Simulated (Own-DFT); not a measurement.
SiGe (diamond-structure random alloy, atoms displaced) (calculated)

Computed with Own-DFT development build. A calculation, not a measurement: plane-wave density functional theory by an unreviewed code, no spin, of a simulated periodic cell, stress positive in tension, run twice, with PBE and with PBEsol, both on files made for PBE, so the change isn't that of files made for PBEsol, forces on such cells passed a denser k mesh, this cell's mesh not checked; the far tail of each file's local potential was reset to the Coulomb form; each entry is a single point on an unrelaxed cell, so the pressure reflects the starting lattice, mostly measured values (interpolated for alloys), from which strain is counted, and rises with the displacements; printed positions are rounded, which can move forces by about a meV/angstrom; the program, named Own-DFT, is a retired in-house code; no spin-orbit coupling; stress was not checked against mesh or cutoff.

Settings shared by all entries: functional PBE, then PBEsol; potential files PseudoDojo norm-conserving, scalar-relativistic, standard set; wave cutoff 42 hartree; occupations Fermi-Dirac; smearing width 0.1 eV; k mesh 3 x 3 x 3 centred on Gamma.

(1) SiGe (diamond-structure random alloy, atoms displaced)

```xyz
64
Lattice="11.0890 0.0000 0.0000 0.0000 11.0890 0.0000 0.0000 0.0000 11.0890" Properties=species:S:1:pos:R:3 SiGe
Ge    11.0877    11.0293     0.0512
Si     0.0440     2.7561     2.7470
Si     2.7509    11.0600     2.6660
Ge     2.8343     2.7501    11.0503
Si     1.3184     1.3688     1.3579
Ge     1.4158     4.0396     4.1550
Si     4.0766     1.4089     4.1269
Si     4.1664     4.1720     1.3825
Ge    11.0310     0.0252     5.5869
Ge    11.0861     2.6568     8.3399
Si     2.7583    11.0347     8.2653
Ge     2.8346     2.7363     5.5322
Si     1.4171     1.3503     7.0373
Ge     1.2829     4.1260     9.6294
Si     4.1225     1.3549     9.7800
Si     4.1276     4.0638     6.9729
Si     0.1605     5.5894    11.0845
Si    11.0644     8.3015     2.7941
Si     2.7817     5.4996     2.7755
Ge     2.8012     8.3196    11.0316
Ge     1.4047     6.8523     1.4487
Ge     1.3806     9.7026     4.1666
Si     4.1447     6.9199     4.0958
Si     4.1360     9.5893     1.3474
Si    11.0665     5.5089     5.5507
Si     0.0916     8.2366     8.3555
Si     2.7403     5.6691     8.1967
Si     2.7484     8.2794     5.5372
Ge     1.4158     6.8606     6.7914
Si     1.4084     9.7595     9.6857
Si     4.1126     6.8681     9.6654
Ge     4.1579     9.6414     6.9727
Ge     5.4510     0.0166     0.0869
Si     5.6004     2.7923     2.7955
Si     8.2545     0.0083     2.7799
Ge     8.3419     2.7851    10.9911
Ge     6.8481     1.4809     1.3402
Ge     6.8617     4.0908     4.1474
Ge     9.5940     1.3315     4.0864
Si     9.6355     4.1791     1.4315
Ge     5.5207     0.0341     5.4473
Ge     5.5064     2.7277     8.2517
Si     8.3190     0.0290     8.3330
Si     8.3797     2.8942     5.4950
Si     6.8959     1.3850     7.0378
Ge     6.9074     4.1097     9.7139
Ge     9.5977     1.2996     9.6774
Ge     9.6860     4.2426     6.8331
Si     5.5504     5.5376    11.0882
Ge     5.4542     8.4334     2.8108
Ge     8.2903     5.6471     2.7736
Ge     8.3002     8.3930    11.0055
Ge     6.8715     6.9297     1.4115
Ge     6.8107     9.7270     4.1685
Ge     9.5713     7.0121     4.0685
Si     9.7281     9.6787     1.3949
Si     5.5305     5.4787     5.5444
Ge     5.5218     8.4816     8.2429
Ge     8.2114     5.4968     8.2153
Ge     8.2397     8.2991     5.6281
Si     6.9752     6.9633     6.8410
Si     6.9687     9.7540     9.8053
Ge     9.8453     6.8846     9.7531
Si     9.6739     9.7010     6.9404
```

- PBE pressure: 3.4 GPa
- PBE stress xx: -3.43 GPa
- PBE stress yy: -3.36 GPa
- PBE stress zz: -3.4 GPa
- PBE stress yz: -0.59 GPa
- PBE stress xz: -1.01 GPa
- PBE stress xy: 0.3 GPa
- PBEsol pressure: 1.1 GPa
- PBEsol stress xx: -1.13 GPa
- PBEsol stress yy: -1.07 GPa
- PBEsol stress zz: -1.1 GPa
- PBEsol stress yz: -0.57 GPa
- PBEsol stress xz: -0.98 GPa
- PBEsol stress xy: 0.3 GPa
- rms change of force components from PBE to PBEsol: 0.056 eV/Å

Force:
```tsv
force element	PBE force x (eV/Å)	PBE force y (eV/Å)	PBE force z (eV/Å)	PBEsol force x (eV/Å)	PBEsol force y (eV/Å)	PBEsol force z (eV/Å)
Ge	-0.191	0.248	-0.63	-0.219	0.278	-0.653
Si	-1.26	-0.297	-0.389	-1.238	-0.279	-0.295
Si	0.051	0.182	0.305	0.022	0.136	0.332
Ge	-1.183	0.546	0.752	-1.185	0.558	0.706
Si	0.948	0.383	0.166	0.924	0.364	0.07
Ge	-0.525	1.251	0.037	-0.469	1.183	0.082
Si	0.875	-0.621	-1.339	0.851	-0.608	-1.234
Si	0.451	-0.099	0.279	0.402	-0.149	0.234
Ge	0.314	0.069	0.074	0.303	0.067	0.001
Ge	-1.046	0.523	-0.783	-1.039	0.55	-0.701
Si	0.377	0.575	1.198	0.451	0.517	1.134
Ge	-0.75	-0.442	1.087	-0.772	-0.389	1.022
Si	0.103	-0.083	-1.322	0.039	-0.025	-1.346
Ge	1.68	0.912	0.207	1.623	0.813	0.186
Si	0.126	-0.642	-1.88	0.155	-0.591	-1.802
Si	-0.091	1.912	-0.465	-0.092	1.787	-0.449
Si	-1.699	-1.494	0.741	-1.632	-1.431	0.696
Si	0.188	0.274	-0.532	0.229	0.228	-0.479
Si	0.487	-0.243	0.25	0.388	-0.237	0.241
Ge	-0.623	-0.543	-0.077	-0.626	-0.554	-0.045
Ge	0.219	1.159	0.108	0.238	1.158	0.079
Ge	0.096	0.064	-0.155	0.056	0.092	-0.114
Si	-0.228	-0.417	1.039	-0.175	-0.362	0.981
Si	-0.598	1.464	0.25	-0.545	1.389	0.211
Si	0.151	0.59	-1.866	0.151	0.578	-1.818
Si	-0.255	1.07	-0.78	-0.257	0.97	-0.771
Si	0.685	-2.204	1.05	0.584	-2.154	0.998
Si	0.832	0.128	-0.772	0.78	0.17	-0.714
Ge	-0.945	0.991	0.385	-0.926	0.965	0.379
Si	-0.188	-0.717	-0.353	-0.2	-0.705	-0.252
Si	0.928	0.433	-0.31	0.905	0.505	-0.289
Ge	-1.717	1.648	-2.376	-1.586	1.576	-2.29
Ge	0.394	-0.688	-0.537	0.43	-0.626	-0.486
Si	-2.109	-0.346	-0.511	-1.98	-0.338	-0.501
Si	-0.314	-0.769	-1.259	-0.343	-0.715	-1.198
Ge	0.189	0.215	1.449	0.134	0.169	1.357
Ge	1.024	-0.601	0.566	0.994	-0.602	0.48
Ge	0.931	1.227	0.529	0.945	1.234	0.492
Ge	0.963	1.224	0.607	0.978	1.165	0.634
Si	1.489	0.202	-0.655	1.385	0.212	-0.641
Ge	-0.792	1.045	1.681	-0.753	0.934	1.625
Ge	-0.463	-0.238	1.592	-0.419	-0.2	1.594
Si	-1.153	-1.421	-0.723	-1.08	-1.356	-0.663
Si	-1.08	-1.808	0.31	-1.03	-1.739	0.273
Si	1.216	-0.128	-1.979	1.114	-0.102	-1.95
Ge	-0.783	0.693	-0.581	-0.709	0.627	-0.604
Ge	1.501	0.1	0.594	1.5	0.161	0.622
Ge	0.457	-1.174	1.063	0.417	-1.131	1.107
Si	-0.76	-0.032	-0.201	-0.656	-0.027	-0.197
Ge	0.057	-1.671	-0.436	0.139	-1.616	-0.407
Ge	-0.734	-2.033	-0.421	-0.746	-1.913	-0.379
Ge	0.978	-1.295	1.265	0.97	-1.326	1.246
Ge	-0.276	1.055	-0.824	-0.222	1.049	-0.749
Ge	1.945	-0.084	-0.135	1.827	-0.11	-0.1
Ge	1.78	0.038	1.73	1.643	0.01	1.682
Si	-0.792	-0.039	0.743	-0.785	-0.031	0.645
Si	-0.498	0.664	0.238	-0.449	0.608	0.198
Ge	2.184	-2.761	2.373	2.069	-2.63	2.25
Ge	0.753	0.911	1.04	0.775	0.828	1.033
Ge	1.008	1.501	-1.294	0.993	1.47	-1.348
Si	-2.365	-1.132	1.205	-2.277	-1.074	1.21
Si	-1.093	1.124	-1.602	-1.111	1.064	-1.525
Ge	-1.267	0.03	-0.738	-1.292	0.039	-0.717
Si	0.397	-0.434	1.015	0.399	-0.434	0.917
```

(2) SiGe (diamond-structure random alloy, atoms displaced)

```xyz
64
Lattice="11.0890 0.0000 0.0000 0.0000 11.0890 0.0000 0.0000 0.0000 11.0890" Properties=species:S:1:pos:R:3 SiGe
Ge     0.1116     0.0785    11.0877
Si    10.9971     2.7444     2.8108
Ge     2.8533    11.0021     2.8907
Si     2.8006     2.7422    10.9847
Si     1.4052     1.3452     1.3196
Si     1.4193     4.1722     4.1959
Si     4.1586     1.4689     4.2428
Ge     4.1814     4.1685     1.3441
Ge     0.0647     0.0467     5.5797
Si     0.0333     2.7109     8.3047
Si     2.7545     0.0013     8.2303
Ge     2.7791     2.9339     5.5654
Ge     1.5276     1.4690     6.8981
Ge     1.3894     4.2471     9.7697
Si     4.2233     1.4067     9.7356
Si     4.1303     4.2081     7.0060
Ge     0.0614     5.6022     0.0348
Ge     0.0423     8.3524     2.8115
Si     2.6881     5.5593     2.8031
Si     2.8215     8.3467    11.0209
Ge     1.4078     6.9931     1.5301
Ge     1.2937     9.6563     4.0715
Si     4.1602     6.8222     4.1331
Ge     4.1515     9.6848     1.3124
Ge    11.0797     5.6330     5.4818
Si    11.0656     8.4102     8.2967
Ge     2.7635     5.5553     8.1361
Si     2.7179     8.3482     5.5328
Si     1.3275     7.0985     7.0255
Si     1.2307     9.6023     9.7577
Ge     4.1376     7.0346     9.6777
Ge     4.2369     9.5791     6.9474
Ge     5.4924    11.0408     0.0572
Ge     5.4498     2.8495     2.8182
Ge     8.2101     0.0175     2.7359
Si     8.3564     2.8200     0.0492
Ge     7.0392     1.4079     1.3748
Si     6.9622     4.1866     4.1576
Ge     9.7016     1.4288     4.2470
Ge     9.6865     4.1999     1.3968
Si     5.6393     0.0840     5.5615
Ge     5.5844     2.6830     8.2869
Si     8.2822     0.1227     8.3920
Si     8.3073     2.8167     5.5178
Ge     6.8802     1.4171     6.9382
Ge     6.9742     4.0417     9.6995
Si     9.7166     1.3766     9.7140
Ge     9.7460     4.1780     6.8408
Si     5.5817     5.5960     0.0123
Si     5.5907     8.3139     2.8844
Si     8.3107     5.5679     2.7727
Ge     8.3454     8.3809     0.0664
Si     6.8960     6.8510     1.3561
Ge     6.8787     9.6165     4.2682
Si     9.7766     6.8561     4.1792
Ge     9.6770     9.7306     1.4001
Si     5.4474     5.5280     5.5478
Ge     5.4690     8.2838     8.3373
Si     8.2834     5.4379     8.2818
Si     8.3810     8.2918     5.5597
Si     6.9746     6.9471     6.9352
Ge     6.8336     9.7881     9.7457
Si     9.7301     7.0333     9.6527
Ge     9.7283     9.6314     6.9366
```

* PBE pressure: 3.5 GPa
* PBE stress xx: -3.44 GPa
* PBE stress yy: -3.48 GPa
* PBE stress zz: -3.58 GPa
* PBE stress yz: -0.06 GPa
* PBE stress xz: -0.57 GPa
* PBE stress xy: 0.29 GPa
* PBEsol pressure: 1.2 GPa
* PBEsol stress xx: -1.16 GPa
* PBEsol stress yy: -1.17 GPa
* PBEsol stress zz: -1.27 GPa
* PBEsol stress yz: -0.06 GPa
* PBEsol stress xz: -0.57 GPa
* PBEsol stress xy: 0.28 GPa
* rms change of force components from PBE to PBEsol: 0.059 eV/Å

Force:
```tsv
force element	PBE force x (eV/Å)	PBE force y (eV/Å)	PBE force z (eV/Å)	PBEsol force x (eV/Å)	PBEsol force y (eV/Å)	PBEsol force z (eV/Å)
Ge	-1.635	-1.067	-0.48	-1.632	-1.077	-0.443
Si	1.594	0.343	-0.577	1.488	0.33	-0.563
Ge	-0.373	1.307	-1.012	-0.387	1.198	-1
Si	-0.161	0.161	0.901	-0.174	0.249	0.888
Si	1.219	1.456	1.86	1.182	1.355	1.828
Si	-1.22	0.248	-1.231	-1.208	0.226	-1.116
Si	0.19	-0.716	0.097	0.143	-0.66	0.06
Ge	-1.264	0.648	-0.348	-1.191	0.588	-0.292
Ge	-0.183	-0.35	0.007	-0.185	-0.337	-0.012
Si	-0.288	0.772	0.342	-0.235	0.798	0.284
Si	0.702	-0.828	1.649	0.684	-0.814	1.554
Ge	0.888	-0.46	-0.206	0.826	-0.498	-0.154
Ge	-0.935	-0.414	0.618	-0.907	-0.389	0.519
Ge	0.458	-1.243	-1.45	0.437	-1.14	-1.401
Si	-1.093	-1.001	-0.726	-0.973	-1.002	-0.729
Si	1.695	-0.852	-0.974	1.617	-0.888	-0.903
Ge	-1.016	1.069	0.093	-0.95	1.003	0.118
Ge	-2.622	-1.128	-0.835	-2.488	-1.057	-0.836
Si	1.215	-0.801	0.079	1.181	-0.772	-0.011
Si	-1.667	-0.061	0.724	-1.582	-0.092	0.743
Ge	0.834	-0.047	-1.781	0.732	-0.03	-1.73
Ge	1.717	1.377	2.393	1.642	1.362	2.281
Si	-0.721	1.129	0.267	-0.718	1.121	0.253
Ge	-0.011	-0.985	1.858	0.015	-0.878	1.811
Ge	1.748	-0.626	1.429	1.676	-0.655	1.436
Si	-0.13	-1.086	1.038	-0.199	-1.007	0.956
Ge	-1.05	1.226	2.018	-1.036	1.207	2.036
Si	0.428	-0.844	-0.266	0.425	-0.76	-0.276
Si	0.491	-0.702	-1.544	0.501	-0.782	-1.518
Si	1.966	1.135	-0.617	1.898	1.172	-0.546
Ge	-0.376	-2.357	0.581	-0.335	-2.275	0.48
Ge	-1.362	2.299	-1.521	-1.278	2.191	-1.425
Ge	0.554	2.08	-0.168	0.572	1.962	-0.141
Ge	1.465	-0.684	0.027	1.412	-0.645	-0.045
Ge	1.248	-0.92	1.853	1.216	-0.885	1.775
Si	0.665	-0.798	-0.745	0.613	-0.741	-0.692
Ge	-2.081	0.947	-0.399	-2.041	0.854	-0.339
Si	-0.539	0.296	0.327	-0.575	0.252	0.28
Ge	-0.667	-0.648	-0.64	-0.641	-0.696	-0.613
Ge	0.314	-0.037	0.423	0.341	-0.003	0.382
Si	-1.647	-0.962	-0.199	-1.566	-0.977	-0.158
Ge	-1.694	1.424	0.893	-1.559	1.372	0.859
Si	0.23	-1.155	-0.42	0.16	-1.172	-0.458
Si	-0.482	0.163	0.286	-0.422	0.108	0.325
Ge	2.204	-0.312	-0.885	2.104	-0.247	-0.799
Ge	-0.377	1.177	0.341	-0.408	1.1	0.289
Si	0.072	0.842	0.095	0.116	0.789	0.158
Ge	-0.187	-0.598	0.929	-0.146	-0.545	0.861
Si	-0.515	-0.661	-1.012	-0.567	-0.706	-1.056
Si	-1.031	-1.347	-1.573	-0.997	-1.235	-1.54
Si	-0.202	0.198	0.25	-0.146	0.16	0.196
Ge	-0.947	-1.187	-1.089	-0.91	-1.077	-1.045
Si	0.733	1.34	1.216	0.766	1.379	1.173
Ge	0.856	1.019	-0.179	0.863	1.031	-0.203
Si	-1.86	1.598	-1.328	-1.736	1.562	-1.294
Ge	1.008	0.808	0.417	0.961	0.776	0.402
Si	1.429	0.057	0.371	1.408	0.051	0.374
Ge	2.731	-0.002	-0.195	2.584	0.037	-0.156
Si	0.721	1.362	0.212	0.714	1.252	0.22
Si	-0.107	-0.918	-0.192	-0.092	-0.81	-0.198
Si	-0.555	-0.743	-0.108	-0.591	-0.69	-0.068
Ge	1.199	-0.774	-0.894	1.117	-0.774	-0.817
Si	-0.611	-1.096	-0.006	-0.614	-1.084	0.07
Ge	-0.964	1.929	0.006	-0.904	1.914	-0.031
```
